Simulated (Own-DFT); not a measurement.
# Point defects and the pressure they add: zincblende GaAs

Everything here is calculated. The program is Own-DFT (plane waves, in-house, since retired, never reviewed by a person); positions were held fixed, and spin and spin-orbit coupling were off.

All runs used: PBE; PseudoDojo norm-conserving scalar-relativistic files; cutoff 42 hartree; 3 x 3 x 3 k mesh centred on Gamma; Fermi-Dirac smearing of 0.1 eV.

Known weak points (not all hold for every row): not probed for a lower state with spin; forces not confirmed at this smearing and k mesh; stress not checked against mesh or cutoff.

All runs share one cell, with vectors in Å (10.862, 0.000, 0.000); (0.000, 10.862, 0.000); (0.000, 0.000, 11.796) and a volume of 1391.7 Å³, strained against the parent crystal. Atoms were moved at random from their sites; u is the rms move along one axis. The defect's site can differ from row to row.

```
                             cell     formula   u (Å)  P (GPa)
                        no defect    As32Ga32  0.0286     6.66
                        no defect    As32Ga32  0.0514     7.14
                        no defect    As32Ga32  0.0531     7.02
              one Al on a Ga site  AlAs32Ga31  0.0309     6.64
              one Al on a Ga site  AlAs32Ga31  0.0315     6.69
              one Al on a Ga site  AlAs32Ga31  0.0516     7.06
              one P on an As site   As31Ga32P  0.0301     6.41
              one P on an As site   As31Ga32P  0.0307     6.38
              one P on an As site   As31Ga32P  0.0486     6.69
              one In on a Ga site  As32Ga31In  0.0292     7.39
              one In on a Ga site  As32Ga31In  0.0293     7.49
              one In on a Ga site  As32Ga31In  0.0295        ?
              one In on a Ga site  As32Ga31In  0.0296     7.37
one As vacancy and one Ga vacancy    As31Ga31  0.0269     5.90
one As vacancy and one Ga vacancy    As31Ga31  0.0486     6.27
one As vacancy and one Ga vacancy    As31Ga31  0.0505     6.18
```

## Worked fit

P = P0 + c u² + a shift for each defect gives P0 = 6.50 GPa, c = 208 ± 22 GPa/Å² and a scatter of 0.06 GPa. The shifts, and each times the cell's volume:

- one In on a Ga site: 0.73 ± 0.06 GPa, 6.4 eV
- one Al on a Ga site: -0.03 ± 0.05 GPa, -0.2 eV (not resolved)
- one P on an As site: -0.30 ± 0.05 GPa, -2.6 eV
- one As vacancy and one Ga vacancy: -0.78 ± 0.05 GPa, -6.7 eV

Positive is outwards. The product with the volume (160.2 GPa Å³ to the eV) is nearly free of the cell's size; divided by the bulk modulus at the cell's pressure it gives the volume that the defect adds. The atoms around the defects weren't relaxed, which would change these numbers.

## Test on the hidden row

Asked: what pressure belongs in the blank (one In on a Ga site, u = 0.0295 Å)?

The fit gives 7.42 ± 0.07 GPa. Computed: 7.45 GPa.
